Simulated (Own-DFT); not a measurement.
Hf$_{36}$O$_{71}$ (tetragonal hafnia with one neutral oxygen vacancy, atoms displaced) (calculated)

A calculation, not a measurement: plane-wave PBE and HSE06 DFT by an unreviewed code, no spin, of a simulated cell at Gamma alone, so results move with cell size and shape, stress positive in tension, energies less offsets, not probed for a lower state with spin; hafnium file: forces about 75 meV/angstrom off all-electron values; oxygen file: force components 24 meV/angstrom off all-electron in a glass; k mesh not checked against a denser one; forces and stress are PBE's, HSE06 gives the energy alone, and its difference from PBE has offsets of its own; offsets are fitted by least squares, one for each functional and potential file, so energies compare only between cells with the same atoms and settings and are not formation energies; the far tail of each file's local potential was reset to the Coulomb form; each entry is a single point on an unrelaxed cell, so the pressure reflects the starting lattice, taken from the Materials Project, from which strain is counted, and rises with the displacements; printed positions are rounded, which can move forces by about a meV/angstrom; the program is a retired in-house code; no spin-orbit coupling. Program: Own-DFT development build.

Entry: Hf$_{36}$O$_{71}$ (tetragonal hafnia with one neutral oxygen vacancy, atoms displaced)

```
Hf36O71
1.0
     10.7800     0.0000     0.0000
      0.0000    10.7800     0.0000
      0.0000     0.0000    10.4493
Hf O Hf O Hf O Hf O Hf O Hf O Hf O Hf O Hf O Hf O Hf O Hf O Hf O Hf O Hf O Hf O Hf O Hf O
2 4 2 4 2 4 2 4 2 4 2 4 2 4 2 4 2 3 2 4 2 4 2 4 2 4 2 4 2 4 2 4 2 4 2 4
Direct
  0.00554 0.99274 0.98937
  0.16942 0.16563 0.24826
  0.99927 0.16847 0.15600
  0.16645 0.00425 0.35679
  0.00190 0.17839 0.40258
  0.16151 0.00051 0.10599
  0.00311 0.00781 0.48800
  0.15522 0.16343 0.75320
  0.00781 0.16339 0.65037
  0.16881 0.00372 0.84787
  0.00383 0.16804 0.90488
  0.16776 0.00446 0.59461
  0.99008 0.33315 0.00458
  0.16820 0.50750 0.25534
  0.00582 0.49582 0.14964
  0.15843 0.31775 0.34338
  0.00178 0.50289 0.40712
  0.15904 0.33564 0.10013
  0.98793 0.33311 0.50607
  0.17243 0.50159 0.74707
  0.99394 0.50341 0.63706
  0.17018 0.33378 0.85246
  0.99992 0.51266 0.90006
  0.17191 0.33135 0.59472
  0.01434 0.67014 0.00224
  0.18058 0.83582 0.25213
  0.00518 0.81950 0.14753
  0.17084 0.65487 0.33072
  0.98302 0.83452 0.40342
  0.16723 0.66440 0.10016
  0.97654 0.65073 0.50147
  0.17163 0.83574 0.73878
  0.99084 0.82201 0.66436
  0.16558 0.65580 0.84816
  0.99355 0.83511 0.91576
  0.17313 0.66913 0.60369
  0.33902 0.98480 0.00375
  0.49110 0.15312 0.25682
  0.31645 0.17365 0.14103
  0.48681 0.99574 0.36191
  0.33671 0.16506 0.39877
  0.51003 0.99606 0.10430
  0.32929 0.98259 0.50846
  0.50164 0.16468 0.75698
  0.32988 0.16157 0.64821
  0.50655 0.99408 0.84528
  0.33951 0.17647 0.90597
  0.50750 0.00813 0.59177
  0.33804 0.33861 0.99290
  0.50046 0.49258 0.25246
  0.33532 0.50217 0.16601
  0.33334 0.51835 0.38807
  0.48661 0.34387 0.09919
  0.33429 0.33076 0.50896
  0.49891 0.50340 0.76407
  0.33393 0.51673 0.64401
  0.51185 0.33312 0.84971
  0.33475 0.50122 0.90648
  0.50149 0.34076 0.59720
  0.33274 0.66487 0.00157
  0.49786 0.83378 0.23941
  0.32956 0.83887 0.13757
  0.49346 0.66556 0.36145
  0.33596 0.82348 0.40086
  0.50221 0.67719 0.11141
  0.33690 0.65897 0.50808
  0.50929 0.82210 0.76272
  0.33435 0.82959 0.65824
  0.49410 0.65187 0.84891
  0.33552 0.83966 0.90074
  0.50401 0.66965 0.59638
  0.65705 0.99989 0.00068
  0.83890 0.15864 0.25135
  0.67700 0.15708 0.15117
  0.83348 0.00106 0.34791
  0.66551 0.17096 0.39222
  0.83672 0.00213 0.10968
  0.66346 0.00373 0.50198
  0.81718 0.17703 0.74077
  0.67090 0.16456 0.65116
  0.82846 0.99359 0.85621
  0.66847 0.16842 0.90239
  0.83414 0.00981 0.60424
  0.66501 0.33846 0.99552
  0.81931 0.49674 0.25907
  0.65971 0.51293 0.14706
  0.82270 0.33392 0.35281
  0.66333 0.50260 0.39321
  0.83904 0.34950 0.08571
  0.66491 0.34621 0.50374
  0.82447 0.49899 0.74797
  0.67623 0.49490 0.65168
  0.82457 0.34329 0.84663
  0.68069 0.49603 0.90474
  0.82909 0.33435 0.59753
  0.67686 0.66281 0.01420
  0.82659 0.82111 0.24256
  0.65904 0.81339 0.15909
  0.82653 0.67718 0.34635
  0.67310 0.83044 0.41894
  0.82765 0.65942 0.08430
  0.66023 0.66451 0.48567
  0.83085 0.83833 0.74808
  0.66322 0.83101 0.63147
  0.83645 0.66559 0.84905
  0.66505 0.83131 0.90108
  0.83549 0.66075 0.58855
```

| Quantity | Value |
| --- | --- |
| first functional | PBE |
| second functional | HSE06 |
| exact exchange share | 0.25 |
| screening | 0.11 1/bohr |
| exchange divergence | Gygi-Baldereschi |
| potential files | PseudoDojo norm-conserving, scalar-relativistic, made for PBE, standard set |
| wave cutoff | 48 hartree |
| occupations | fixed |
| k mesh | 1 x 1 x 1 centred on Gamma |
| PBE energy of cell above offsets | -85.624 eV |
| HSE06 less PBE above offsets | 0.548 eV |
| PBE pressure | 6.14 GPa |
| PBE stress xx | -6.59 GPa |
| PBE stress yy | -6.33 GPa |
| PBE stress zz | -5.48 GPa |
| PBE stress yz | -1.3 GPa |
| PBE stress xz | 0.86 GPa |
| PBE stress xy | 0.42 GPa |

Force:
```tsv
element	x (eV/Å)	y (eV/Å)	z (eV/Å)
Hf	-1.431	3.005	2.884
Hf	-1.195	1.167	-0.695
O	-0.343	0.277	-0.314
O	0.254	-1.708	-0.231
O	-1.475	-2.021	0.259
O	1.264	-1.294	-0.907
Hf	-1.538	-0.941	0.264
Hf	1.963	2.182	0.711
O	-2.677	0.822	-0.623
O	0.182	-1.735	0.402
O	-0.32	-0.396	-0.767
O	-0.992	-1.607	1.24
Hf	5.423	1.249	-1.178
Hf	-0.875	-6.863	-2.82
O	-1.978	1.202	1.252
O	0.945	3.476	1.434
O	-0.891	-2.543	-2.116
O	1.281	0.056	-1.25
Hf	3.478	0.588	-1.337
Hf	-2.561	-1.132	-0.124
O	0.842	-0.993	2.04
O	0.088	0.591	-1.708
O	0.025	-2.413	-0.304
O	-1.259	0.892	0.604
Hf	-2.237	-1.717	-0.592
Hf	-3.594	-0.522	0.626
O	-0.449	0.193	1.661
O	-0.567	7.206	3.133
O	1.221	-0.088	0.455
O	2.971	0.273	-0.514
Hf	6.141	4.125	-1.004
Hf	-2.515	-1.35	0.783
O	2.155	0.618	-0.393
O	1.099	3.137	0.664
O	0.691	-1.562	-2.573
O	-1.639	0.5	-0.572
Hf	-2.306	4.671	0.275
Hf	0.249	2.135	0.467
O	3.854	-1.249	0.66
O	0.843	-0.713	-2.145
O	0.954	0.271	0.329
O	-2.909	-0.224	1.067
Hf	1.922	2.358	-1.063
Hf	-1.937	-0.437	-1.214
O	1.187	0.468	1.079
O	-0.294	0.719	0.842
O	1.398	-2.511	-1.149
O	-2.222	0.028	1.853
Hf	-4.19	-2.061	2.456
Hf	-2.134	0.244	0.504
O	0.256	0.705	-2.442
O	0.393	-3.687	2.198
O	3.429	-0.318	0.655
Hf	-0.68	-0.944	-2.333
Hf	0.43	-3.116	-3.899
O	1.174	-2.02	1.902
O	-0.3	0.65	-0.103
O	0.575	0.708	-1.488
O	-0.233	-0.301	0.347
Hf	-0.227	-0.456	1.29
Hf	-0.816	-1.764	3.023
O	1.149	-0.023	0.826
O	1.878	0.656	-1.756
O	-1.299	0.92	-0.595
O	-2.13	-0.385	-1.799
Hf	-0.071	0.453	-1.26
Hf	1.095	0.336	-2.553
O	1.671	1.054	-0.693
O	0.109	4.003	2.133
O	0.123	-2.823	-0.983
O	0.243	-0.467	1.811
Hf	5.299	1.292	-0.976
Hf	-0.506	-0.405	-0.328
O	-2.214	0.9	-0.534
O	-0.049	-0.548	0.482
O	-1.276	-0.048	1.485
O	-0.557	-1.364	-1.644
Hf	2.045	-0.36	-0.972
Hf	4.434	-1.933	2.704
O	-3.497	0.687	-1.088
O	-0.067	1.256	-0.725
O	-0.404	-0.389	-0.461
O	0.08	-0.165	-0.522
Hf	0.316	-1.277	1.438
Hf	2.796	-0.397	-2.362
O	0.603	-1.301	0.843
O	0.548	0.849	-0.216
O	0.205	-1.046	-0.209
O	-4.851	0.116	2.706
Hf	-0.711	-2.091	-1.633
Hf	3.988	2.492	2.004
O	-3.739	0.237	-1.133
O	0.389	-2.534	-0.366
O	-1.752	1.845	-0.512
O	-0.215	-0.904	1.085
Hf	-3.347	0.145	-3.493
Hf	3.376	4.393	0.135
O	1.628	1.251	-0.593
O	-0.092	-4.465	0.332
O	-0.3	1.723	-3.461
O	4.524	0.672	3.447
Hf	-0.583	2.083	2.32
Hf	-0.837	-0.52	0.472
O	0.214	0.117	4.012
O	-1.247	0.907	-1.476
O	-1.188	-0.737	0.242
O	-5.692	-0.033	2.358
```
